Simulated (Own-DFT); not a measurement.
# Stretching a layer in its plane: wurtzite AlGaN with randomly placed atoms, 96 atoms (Al36Ga12N48)

The numbers are computed, not measured, by runs of the plane-wave DFT program Own-DFT (in-house, retired, unreviewed) at fixed positions, with no spin and no spin-orbit coupling.

Method: PBE; PseudoDojo norm-conserving scalar-relativistic files (stringent for Ga); cutoff 96 hartree; 3 x 4 x 3 k mesh centred on Gamma; Gaussian smearing of 0.01 eV.

Limits: k mesh not checked against a denser one; stress not checked against mesh or cutoff.

Unstrained cell vectors in Å: (12.525, 0.000, 0.000); (-4.697, 8.135, 0.000); (0.000, 0.000, 10.066). The unstrained cell has measured lattice constants (interpolated for alloys), not those of this functional. That, the random moves and any unrelaxed bonds set the pressure at no strain. Each run strains x and y alike by e, as a substrate would, and holds the height along z. Each atom got a random Gaussian move of width 0.05 Å along each axis. The random placing of the alloy's atoms differs from row to row. Stress is positive in tension.

```
e (%)  u (Å)  (s_xx + s_yy)/2 (GPa)  s_zz (GPa)
-2.75  0.051                 -25.76       -9.67
-1.50  0.054                 -15.06       -9.77
-1.25  0.050                 -13.73       -9.16
-0.75  0.048                 -11.21       -7.32
-0.50  0.050                  -8.78       -8.89
 1.00  0.048                      ?           ?
 1.75  0.045                   2.93       -3.93
 2.00  0.050                   3.85       -2.29
 2.75  0.049                   7.40       -1.36
 3.00  0.050                   8.84       -3.28
```

## What the rows give

With e as a fraction, the in-plane stress is -6.0 + 595 e - 3923 e² GPa (errors 10 and 652, scatter 0.55), and s_zz is -6.7 + 156 e GPa (slope ± 19, scatter 1.14). At e = 0 the first slope is C11 + C12 and the second 2 C13, both with the ions held to the strained lattice and at the cell's own pressure. The term in e² is negative: the layer stiffens under compression and softens under tension. A free layer would change its height as e changes, and the in-plane slope would drop by 2 C13²/C33 to the biaxial modulus. At fixed height, a misfit of 1 % moves the in-plane stress by about 5.9 GPa and s_zz by 1.6 GPa.

## The run left out

Question: what are the two stresses at e = 1.00 %?

From the fit: -0.4 and -5.1 GPa. DFT gave -0.02 and -6.04 GPa.
